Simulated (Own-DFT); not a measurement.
# Computed records: AlGa3N4 (wurtzite random alloy, strained, atoms displaced)

Computed with Own-DFT development build. A calculation, not a measurement: plane-wave PBE density functional theory by an unreviewed code, no spin, of a simulated periodic cell, stress positive in tension, free energy of the whole cell less one offset for each atom, forces on such cells passed a denser k mesh, this cell's mesh not checked; offsets are fitted by least squares, one for each functional and potential file, so energies compare only between cells with the same atoms and settings and are not formation energies; the far tail of each file's local potential was reset to the Coulomb form; each entry is a single point on an unrelaxed cell, so the pressure reflects the starting lattice, mostly measured values, from which strain is counted, and rises with the displacements; printed positions are rounded, which can move forces by about a meV/angstrom; the program is a retired in-house code; no spin-orbit coupling.

Common to all runs: functional PBE; potential files PseudoDojo norm-conserving, scalar-relativistic, standard set with the stringent files for Ga; wave cutoff 96 hartree; occupations Gaussian; smearing width 0.01 eV; k mesh 4 x 4 x 3 centred on Gamma.

(1) AlGa3N4 (wurtzite random alloy, strained, atoms displaced)

```
CELL_PARAMETERS angstrom
9.53300 0.00000 0.00000
-4.76650 8.25580 0.00000
0.00000 0.00000 10.26850
ATOMIC_POSITIONS crystal
Ga 0.10807 0.21605 0.99845
Ga 0.22750 0.11503 0.24311
N 0.11534 0.23124 0.19550
N 0.21250 0.10284 0.44520
Ga 0.10947 0.22257 0.49817
Ga 0.22199 0.11840 0.74409
N 0.10475 0.22125 0.68863
N 0.22829 0.10502 0.94246
Ga 0.10717 0.54787 0.00043
Ga 0.21803 0.44267 0.25187
N 0.10913 0.55612 0.18384
N 0.21193 0.44375 0.43943
Al 0.10920 0.55607 0.49035
Ga 0.21516 0.43682 0.74798
N 0.10965 0.54576 0.68583
N 0.21801 0.43136 0.94278
Ga 0.10554 0.88624 0.99759
Al 0.22756 0.77790 0.24624
N 0.11909 0.89392 0.19464
N 0.22408 0.77130 0.44330
Al 0.11365 0.88881 0.50895
Al 0.22648 0.78475 0.75331
N 0.10976 0.88688 0.68994
N 0.21874 0.77499 0.93585
Ga 0.44514 0.23420 0.00277
Al 0.54452 0.09989 0.25509
N 0.44644 0.22212 0.18270
N 0.54552 0.09062 0.43598
Ga 0.44676 0.22635 0.50183
Ga 0.55905 0.11157 0.74882
N 0.45963 0.23094 0.68035
N 0.55694 0.10897 0.94159
Ga 0.44285 0.54788 0.99633
Ga 0.55526 0.43437 0.25943
N 0.43604 0.55734 0.19076
N 0.56259 0.44626 0.44052
Ga 0.44179 0.55846 0.49792
Ga 0.56399 0.45087 0.74935
N 0.45100 0.56192 0.68882
N 0.55971 0.45188 0.93826
Al 0.44337 0.89863 0.00351
Ga 0.55651 0.77762 0.24372
N 0.44008 0.88854 0.18860
N 0.55441 0.77694 0.45010
Ga 0.44213 0.88648 0.50573
Al 0.55742 0.78484 0.74948
N 0.43951 0.88358 0.69076
N 0.55612 0.77936 0.93105
Ga 0.77273 0.21567 0.99512
Al 0.88291 0.11164 0.24555
N 0.78259 0.22980 0.19245
N 0.88812 0.11558 0.43345
Ga 0.78025 0.22186 0.49452
Ga 0.88286 0.10926 0.74946
N 0.78567 0.22836 0.68039
N 0.87808 0.10665 0.94819
Ga 0.77758 0.56615 0.99900
Ga 0.89168 0.45022 0.24509
N 0.77577 0.54839 0.18880
N 0.88888 0.45385 0.43884
Al 0.76382 0.54917 0.50316
Ga 0.89136 0.43921 0.74802
N 0.78193 0.56586 0.68382
N 0.89382 0.44901 0.93433
Ga 0.77859 0.89565 0.01281
Ga 0.89190 0.77238 0.24137
N 0.77502 0.89085 0.18711
N 0.89035 0.78351 0.44477
Ga 0.77370 0.88925 0.49802
Ga 0.88608 0.77235 0.75169
N 0.78596 0.89577 0.67833
N 0.89582 0.78088 0.93734
```

* free energy of cell above offsets: -10.059 eV
* pressure: 5.86 GPa
* stress xx: -4.1 GPa
* stress yy: -6.43 GPa
* stress zz: -7.05 GPa
* stress yz: -0.17 GPa
* stress xz: -0.4 GPa
* stress xy: -0.54 GPa

Force:
```tsv
element	x (eV/Å)	y (eV/Å)	z (eV/Å)
Ga	0.101	-0.348	0.87
Ga	-1.032	-0.069	1.598
N	-0.673	-2.613	-1.103
N	1.296	0.744	-0.605
Ga	-0.394	-0.416	-0.229
Ga	1.03	-0.817	0.475
N	0.506	-0.404	0.017
N	-1.256	1.019	-1.027
Ga	0.58	0.723	-0.864
Ga	-0.277	1.004	0.01
N	0.405	1.24	1.164
N	1.014	0.303	0.102
Al	-0.584	-0.246	1.8
Ga	0.847	1.4	0.418
N	-0.436	2.187	-0.67
N	-0.153	1.003	-0.915
Ga	1.915	0.108	0.746
Al	-0.952	-0.552	1.031
N	0.201	-1.198	-1.039
N	-1.413	0.61	-1.31
Al	-0.526	-0.919	-1.496
Al	-0.402	-1.574	-0.586
N	0.999	0.358	0.392
N	1.054	0.581	0.523
Ga	1.214	-0.883	-1.298
Al	0.954	1.345	-0.873
N	0.869	-0.429	2.06
N	-0.294	3.005	-0.387
Ga	-0.153	-1.494	-1.481
Ga	0.029	-0.081	-0.035
N	-0.984	-0.498	2.256
N	-1.339	0.218	-0.566
Ga	-1.413	1.641	0.547
Ga	-0.75	1.23	-1.638
N	1.751	-0.539	-0.254
N	-1.619	-0.583	0.157
Ga	-0.17	-0.731	0.613
Ga	-0.583	0.108	-0.397
N	-0.515	-0.162	0.366
N	0.571	-0.775	-0.353
Al	0.341	-1.915	-1.043
Ga	-0.672	-0.325	1.541
N	0.194	0.412	-0.554
N	-0.307	0.111	-2.26
Ga	-0.069	-1.25	-0.102
Al	0.79	-0.617	-0.583
N	0.243	0.557	0.948
N	-0.581	0.391	1.409
Ga	-0.608	2.241	1.595
Al	0.828	0.803	0.827
N	-0.925	-2.059	-0.306
N	0.367	-0.713	-0.842
Ga	-0.796	0.559	-0.677
Ga	0.432	-0.297	0.231
N	-0.944	-1.347	0.945
N	1.93	0.392	-1.72
Ga	1.301	-1.326	0.123
Ga	0.451	-0.72	1.146
N	-1.231	1.022	-0.703
N	-0.331	-0.335	0.12
Al	2.705	2.472	-0.417
Ga	-0.419	1.566	-0.322
N	0.487	-1.952	0.141
N	-1.253	-0.963	0.527
Ga	-0.331	-1.719	-3.465
Ga	-0.37	0.722	2.368
N	0.906	0.433	2.276
N	0.806	-1.385	-0.86
Ga	1.094	0.576	-0.892
Ga	-0.23	1.768	-0.801
N	-1.247	-0.86	2.791
N	-1.981	0.261	0.545
```

(2) AlGa3N4 (wurtzite random alloy, strained, atoms displaced)

```
CELL_PARAMETERS angstrom
9.53300 0.00000 0.00000
-4.76650 8.25580 0.00000
0.00000 0.00000 10.26850
ATOMIC_POSITIONS crystal
Al 0.10928 0.22298 0.00078
Ga 0.22648 0.11417 0.24742
N 0.12109 0.22610 0.19008
N 0.21709 0.10211 0.43196
Ga 0.10602 0.21609 0.50472
Ga 0.22584 0.11279 0.74804
N 0.12390 0.22941 0.68251
N 0.20976 0.10276 0.94463
Ga 0.11086 0.56783 0.99951
Ga 0.22764 0.45268 0.24609
N 0.10737 0.55738 0.18932
N 0.22181 0.45134 0.43499
Ga 0.10155 0.55206 0.50468
Ga 0.22735 0.44372 0.74781
N 0.10984 0.55860 0.69118
N 0.21516 0.43185 0.93968
Ga 0.10959 0.88449 0.99434
Ga 0.22122 0.77562 0.24987
N 0.10181 0.88167 0.19090
N 0.21884 0.77217 0.43750
Al 0.10372 0.88724 0.49702
Ga 0.23007 0.77612 0.75392
N 0.10684 0.89137 0.68982
N 0.22541 0.78368 0.93521
Al 0.45436 0.22593 0.99421
Ga 0.56087 0.11972 0.24942
N 0.44110 0.22455 0.18129
N 0.56325 0.11170 0.43301
Ga 0.43913 0.21814 0.49175
Ga 0.55975 0.11023 0.74861
N 0.43760 0.22639 0.68751
N 0.54498 0.10062 0.94162
Ga 0.44328 0.55872 0.99931
Ga 0.55249 0.44606 0.24715
N 0.44155 0.56084 0.19192
N 0.55972 0.44076 0.44022
Ga 0.44767 0.55915 0.50782
Al 0.55743 0.43688 0.76037
N 0.44989 0.55494 0.69122
N 0.55348 0.44060 0.93378
Ga 0.44107 0.88104 0.99442
Al 0.54548 0.77040 0.24884
N 0.43294 0.87759 0.18370
N 0.54457 0.77635 0.44405
Al 0.45260 0.89005 0.49100
Ga 0.55938 0.77708 0.75152
N 0.45029 0.90013 0.68903
N 0.55319 0.77535 0.93821
Ga 0.77400 0.21393 0.00212
Ga 0.89009 0.11248 0.24903
N 0.77813 0.22135 0.18506
N 0.88583 0.10149 0.44084
Al 0.77565 0.21518 0.49900
Ga 0.88287 0.10689 0.74761
N 0.78092 0.22062 0.68979
N 0.89063 0.11329 0.93999
Al 0.76632 0.55433 0.99581
Ga 0.88058 0.43480 0.23991
N 0.78299 0.55156 0.18711
N 0.88029 0.43500 0.43177
Ga 0.77737 0.55494 0.49916
Al 0.88343 0.43791 0.74877
N 0.77656 0.55797 0.68645
N 0.89696 0.45629 0.93350
Ga 0.77675 0.90173 0.99748
Ga 0.89869 0.77813 0.25437
N 0.77869 0.88053 0.18616
N 0.89811 0.77779 0.44136
Ga 0.78083 0.88677 0.49727
Ga 0.88510 0.77377 0.74896
N 0.78161 0.89096 0.69048
N 0.89641 0.77309 0.93688
```

- free energy of cell above offsets: -10.341 eV
- pressure: 5.66 GPa
- stress xx: -4.07 GPa
- stress yy: -6.41 GPa
- stress zz: -6.49 GPa
- stress yz: -0.01 GPa
- stress xz: 0.18 GPa
- stress xy: -0.8 GPa

Force:
```tsv
element	x (eV/Å)	y (eV/Å)	z (eV/Å)
Al	0.79	-0.804	0.494
Ga	-0.406	-1.24	-0.568
N	-1.696	0.054	-1.036
N	-0.069	0.133	1.138
Ga	0.661	1.189	-2.222
Ga	-0.88	-1.052	1.097
N	-1.471	-0.981	1.594
N	1.143	2.295	-0.586
Ga	0.785	-1.386	0.17
Ga	-1.423	-1.099	0.865
N	0.304	-0.645	-0.747
N	0.571	-1.017	0.975
Ga	0.532	0.169	-1.125
Ga	-0.803	0.405	0.414
N	-0.165	-1.207	0.434
N	0.005	1.614	-0.023
Ga	-0.3	0.528	1.356
Ga	-1.05	0.018	0.492
N	2.196	1.579	-1.138
N	0.007	1.624	1.07
Al	2.606	0.251	1.123
Ga	-1.412	0.799	-1.82
N	0.945	-0.38	-1.274
N	0.444	-0.615	0.476
Al	-2.024	-1.42	0.617
Ga	-0.786	-1.357	-1.017
N	1.287	0.231	-0.324
N	-0.275	-0.675	1.215
Ga	0.272	-0.058	0.944
Ga	-1.259	0.912	0.317
N	2.285	0.515	0.029
N	0.639	1.666	-0.466
Ga	-0.387	-1.206	0.155
Ga	0.764	0.227	0.452
N	1.453	0.129	-1.044
N	-1.394	0.511	-0.747
Ga	-0.407	-1.215	-1.224
Al	-0.583	0.888	-3.352
N	0.703	-0.111	1.138
N	0.248	0.055	1.65
Ga	-0.464	0.429	1.124
Al	0.679	1.66	0.416
N	1.835	1.231	0.618
N	2.404	-0.044	-1.79
Al	-2.873	0.324	1.372
Ga	-0.544	0.234	-0.887
N	0.683	-1.835	-1.471
N	0.582	0.209	-0.161
Ga	-0.527	1.486	-1.319
Ga	1.035	-0.668	0.02
N	0.239	-1.186	0.168
N	-1.021	1.435	-0.257
Al	0.26	0.86	-0.185
Ga	1.746	0.865	0.378
N	-0.641	0.973	-1.14
N	0.292	0.872	-0.535
Al	2.193	0.795	0.572
Ga	1.016	1.474	1.317
N	-2.184	0.442	-1.24
N	0.337	-0.642	1.084
Ga	0.589	-0.513	-0.135
Al	0.399	1.473	0.114
N	0.181	-2.081	0.971
N	-1.912	-1.644	0.042
Ga	1.774	-2.358	0.686
Ga	-1.766	-1.176	-0.609
N	-1.699	0.345	0.911
N	-1.644	-0.49	-0.068
Ga	-0.551	-1.026	0.363
Ga	0.908	0.559	0.458
N	-0.47	-0.513	-0.535
N	-2.704	-0.813	0.214
```
